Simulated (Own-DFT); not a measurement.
## Calculated data, SiC (3C silicon carbide, strained, atoms displaced)

All values are calculated (Own-DFT development build). A calculation, not a measurement: plane-wave PBE density functional theory by an unreviewed code, no spin, of a simulated periodic cell, stress positive in tension, free energy of the whole cell less one offset for each atom, forces on such cells passed a denser k mesh, this cell's mesh not checked; offsets are fitted by least squares, one for each functional and potential file, so energies compare only between cells with the same atoms and settings and are not formation energies; the far tail of each file's local potential was reset to the Coulomb form; each entry is a single point on an unrelaxed cell, so the pressure reflects the starting lattice, mostly measured values (interpolated for alloys), from which strain is counted, and rises with the displacements; printed positions are rounded, which can move forces by about a meV/angstrom; the program, named Own-DFT, is a retired in-house code; no spin-orbit coupling.

```cif
# cell vector a (Å): 8.7581 0.0197 -0.0046
# cell vector b (Å): 0.0197 8.6155 0.1313
# cell vector c (Å): -0.0046 0.1313 8.6939
data_SiC
_symmetry_space_group_name_H-M 'P 1'
_symmetry_Int_Tables_number 1
_cell_length_a 8.7581
_cell_length_b 8.6165
_cell_length_c 8.6949
_cell_angle_alpha 88.262
_cell_angle_beta 90.058
_cell_angle_gamma 89.741
_cell_volume 655.85
loop_
_atom_site_label
_atom_site_type_symbol
_atom_site_fract_x
_atom_site_fract_y
_atom_site_fract_z
_atom_site_occupancy
Si1 Si 0.00001 0.99687 0.99958 1
Si2 Si 0.99562 0.25277 0.24923 1
Si3 Si 0.24597 0.99539 0.23314 1
Si4 Si 0.25761 0.24347 0.00267 1
C1 C 0.13793 0.11690 0.11722 1
C2 C 0.11764 0.37929 0.37696 1
C3 C 0.36922 0.12619 0.38041 1
C4 C 0.37678 0.37671 0.12276 1
Si5 Si 0.01085 0.00906 0.49706 1
Si6 Si 0.00704 0.24711 0.74620 1
Si7 Si 0.24399 0.99371 0.75065 1
Si8 Si 0.25242 0.25447 0.50077 1
C5 C 0.12555 0.12709 0.62256 1
C6 C 0.12738 0.37517 0.87618 1
C7 C 0.36652 0.12931 0.86988 1
C8 C 0.37796 0.38185 0.63323 1
Si9 Si 0.00199 0.50519 0.99486 1
Si10 Si 0.01016 0.75749 0.25543 1
Si11 Si 0.24830 0.50837 0.24955 1
Si12 Si 0.25192 0.74233 0.99240 1
C9 C 0.12613 0.62444 0.12003 1
C10 C 0.12557 0.87358 0.37991 1
C11 C 0.37263 0.63042 0.37985 1
C12 C 0.37812 0.87471 0.13137 1
Si13 Si 0.00010 0.49497 0.50432 1
Si14 Si 0.00004 0.74349 0.75379 1
Si15 Si 0.24295 0.51223 0.75228 1
Si16 Si 0.26024 0.75591 0.50576 1
C13 C 0.13338 0.63374 0.62374 1
C14 C 0.13940 0.88642 0.88225 1
C15 C 0.36310 0.62362 0.87155 1
C16 C 0.38274 0.87769 0.62873 1
Si17 Si 0.49948 0.00061 0.00265 1
Si18 Si 0.50397 0.24325 0.25530 1
Si19 Si 0.74643 0.00857 0.24353 1
Si20 Si 0.75122 0.25270 0.01363 1
C17 C 0.63085 0.13117 0.12870 1
C18 C 0.62799 0.37630 0.37241 1
C19 C 0.87000 0.13154 0.37213 1
C20 C 0.87795 0.37583 0.12127 1
Si21 Si 0.50197 0.00177 0.50824 1
Si22 Si 0.50210 0.25547 0.75005 1
Si23 Si 0.74575 0.00246 0.74655 1
Si24 Si 0.74984 0.25564 0.50435 1
C21 C 0.61639 0.12576 0.62362 1
C22 C 0.62322 0.38186 0.87002 1
C23 C 0.87604 0.12832 0.88511 1
C24 C 0.87986 0.36973 0.63639 1
Si25 Si 0.50662 0.49777 0.00915 1
Si26 Si 0.50632 0.74637 0.24759 1
Si27 Si 0.75693 0.49707 0.25660 1
Si28 Si 0.74615 0.75482 0.00190 1
C25 C 0.62807 0.62596 0.13396 1
C26 C 0.63092 0.87491 0.37620 1
C27 C 0.88376 0.63437 0.37771 1
C28 C 0.87059 0.88133 0.13297 1
Si29 Si 0.49472 0.50399 0.50594 1
Si30 Si 0.49882 0.73982 0.75119 1
Si31 Si 0.74913 0.50195 0.75423 1
Si32 Si 0.75150 0.75031 0.50316 1
C29 C 0.61893 0.61614 0.62340 1
C30 C 0.62163 0.87857 0.87046 1
C31 C 0.88107 0.61970 0.87325 1
C32 C 0.87501 0.87313 0.61174 1
_calc_functional 'PBE'
_calc_potential_files 'PseudoDojo norm-conserving, scalar-relativistic, standard set'
_calc_wave_cutoff 42  # hartree
_calc_occupations 'Fermi-Dirac'
_calc_smearing_width 0.1  # eV
_calc_k_mesh '4 x 4 x 4 centred on Gamma'
_calc_free_energy_of_cell_above_offsets '-5.402'  # eV
_calc_pressure 7.63  # GPa
_calc_stress_xx -5.39  # GPa
_calc_stress_yy -9.89  # GPa
_calc_stress_zz -7.61  # GPa
_calc_stress_yz 8.27  # GPa
_calc_stress_xz -0.01  # GPa
_calc_stress_xy 1.04  # GPa
```

Force:
| element | x (eV/Å) | y (eV/Å) | z (eV/Å) |
| --- | --- | --- | --- |
| Si | 0.3 | 0.637 | 0.504 |
| Si | 1.702 | -0.53 | -0.073 |
| Si | 1.705 | -0.553 | 4.715 |
| Si | -0.672 | 2.234 | -1.034 |
| C | -3.857 | 1.992 | 0.197 |
| C | 1.357 | -0.568 | -0.699 |
| C | 0.802 | -0.725 | -1.083 |
| C | -0.097 | -0.731 | 1.598 |
| Si | -2.306 | -1.226 | -0.659 |
| Si | -0.294 | 0.002 | 2.664 |
| Si | 2.72 | 2.413 | -1.476 |
| Si | 0.116 | 0.505 | 0.151 |
| C | 0.569 | -0.396 | 0.371 |
| C | -0.215 | -0.035 | -0.11 |
| C | 2.169 | -1.008 | 0.218 |
| C | -1.657 | -0.238 | -1.049 |
| Si | 0.837 | -2.191 | 1.171 |
| Si | -1.55 | -0.89 | -0.828 |
| Si | 0.552 | -1.457 | 0.607 |
| Si | 0.3 | 1.9 | 1.951 |
| C | -0.667 | 1.17 | 0.398 |
| C | 1.447 | 1.319 | -0.77 |
| C | 0.501 | -0.499 | -1.05 |
| C | 0.433 | -1.208 | -1.852 |
| Si | 0.139 | 1.825 | 0.082 |
| Si | 0.86 | 2.441 | -1.671 |
| Si | 0.916 | -3.136 | -0.281 |
| Si | -0.732 | 0.426 | -0.873 |
| C | -1.985 | -0.749 | 0.126 |
| C | -3.828 | -3.146 | 0.159 |
| C | 3.246 | 0.051 | 1.188 |
| C | -1.245 | -0.684 | 0.505 |
| Si | -0.314 | 0.602 | -0.913 |
| Si | -1.148 | 1.474 | 0.179 |
| Si | 1.347 | -1.746 | 2.98 |
| Si | 0.458 | 0.71 | -3.306 |
| C | -2.742 | -0.605 | -1.013 |
| C | -0.929 | 0.167 | 1.291 |
| C | 0.66 | -0.449 | 0.57 |
| C | -0.077 | 1.177 | 0.654 |
| Si | -0.409 | -0.445 | -2.415 |
| Si | -0.839 | -0.676 | 0.522 |
| Si | 1.485 | 0.028 | 0.163 |
| Si | 0.13 | -0.733 | -0.209 |
| C | 1.766 | 1.336 | 0.787 |
| C | 0.436 | -1.135 | 2.344 |
| C | -0.497 | -0.396 | -1.769 |
| C | -1.499 | 1.389 | -1.562 |
| Si | -0.949 | 0.627 | -1.528 |
| Si | -0.769 | 1.37 | 2.169 |
| Si | 0.663 | 1.252 | -0.349 |
| Si | 1.09 | -0.171 | 0.118 |
| C | 0.447 | -0.776 | -1.733 |
| C | -1.295 | 0.614 | -0.302 |
| C | -1.105 | -2.071 | 0.244 |
| C | 1.243 | -1.041 | -1.422 |
| Si | 0.382 | -1.257 | -1.747 |
| Si | 0.025 | 1.259 | 0.138 |
| Si | 0.834 | -0.615 | -0.909 |
| Si | -0.242 | -0.525 | -1.173 |
| C | 1.839 | 1.84 | 0.805 |
| C | -0.043 | -1.184 | 0.846 |
| C | -2.371 | 1.748 | 0.349 |
| C | 0.856 | 1.289 | 3.095 |
